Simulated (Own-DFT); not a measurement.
# What random displacements cost in zincblende GaP, 64 atoms (Ga32P32)

These are calculations, not measurements. The program, named Own-DFT, is a retired in-house plane-wave density functional code that no person has reviewed. Each row is one single-point run on a periodic cell that was not relaxed, without spin or spin-orbit coupling.

Settings of every run: PBE; PseudoDojo norm-conserving scalar-relativistic files; cutoff 42 hartree; 3 x 3 x 3 k mesh centred on Gamma; Fermi-Dirac smearing of 0.1 eV.

Known limits: forces on such cells passed a denser k mesh, each cell not checked; stress not checked against mesh or cutoff.

Cell vectors in Å: (10.901, 0.000, 0.000); (0.000, 10.901, 0.000); (0.000, 0.000, 10.901). In each run every atom was moved at random and independently from its ideal site; u is the rms move along one axis. E is the free energy for each atom above the fitted value at u = 0, and F the rms of the force components.

| run | u (Å) | E (meV/atom) | F (eV/Å) | largest force (eV/Å) | P (GPa) |
|---|---|---|---|---|---|
| 1 | 0.0197 | 7.4 | 0.264 | 0.97 | 2.70 |
| 2 | 0.0197 | 7.3 | 0.260 | 0.81 | 2.70 |
| 3 | 0.0210 | ? | ? | ? | ? |
| 4 | 0.0487 | 42.7 | 0.712 | 2.96 | 3.25 |
| 5 | 0.0544 | 52.2 | 0.772 | 2.31 | 3.39 |
| 6 | 0.0962 | 183.2 | 1.687 | 6.89 | 5.41 |
| 7 | 0.1056 | 202.6 | 1.644 | 7.10 | 5.60 |
| 8 | 0.1456 | 356.1 | 2.408 | 9.90 | 8.05 |
| 9 | 0.1731 | 434.0 | 2.555 | 13.12 | 8.62 |

## Worked fit

For small independent moves the energy grows as E = (3/2) K u², with K the mean stiffness felt by one atom. The runs with u up to 0.11 Å give K = 12.3 ± 0.3 eV/Å², with residuals divided by u² + 0.0006 Å², since the noise grows with the moves. The scatter is 2.4 meV/atom at u = 0.05 Å. The forces follow F = G u with G = 14.8 eV/Å²; no force at u = 0 is resolved. G exceeds K because the moves of its neighbours add to the force on an atom, and stiffness differs between atoms. At u = 0.173 Å the parabola gives 554 meV/atom and the run 434. The pressure follows P = 2.59 + 283 u² GPa: at fixed volume, shortened bonds push harder than stretched ones pull.

## Withheld run

Question: what energy and rms force should run 3 give?

The fit gives 8 ± 1 meV/atom and about 0.31 eV/Å. The calculation gave 8.6 meV/atom and 0.292 eV/Å.
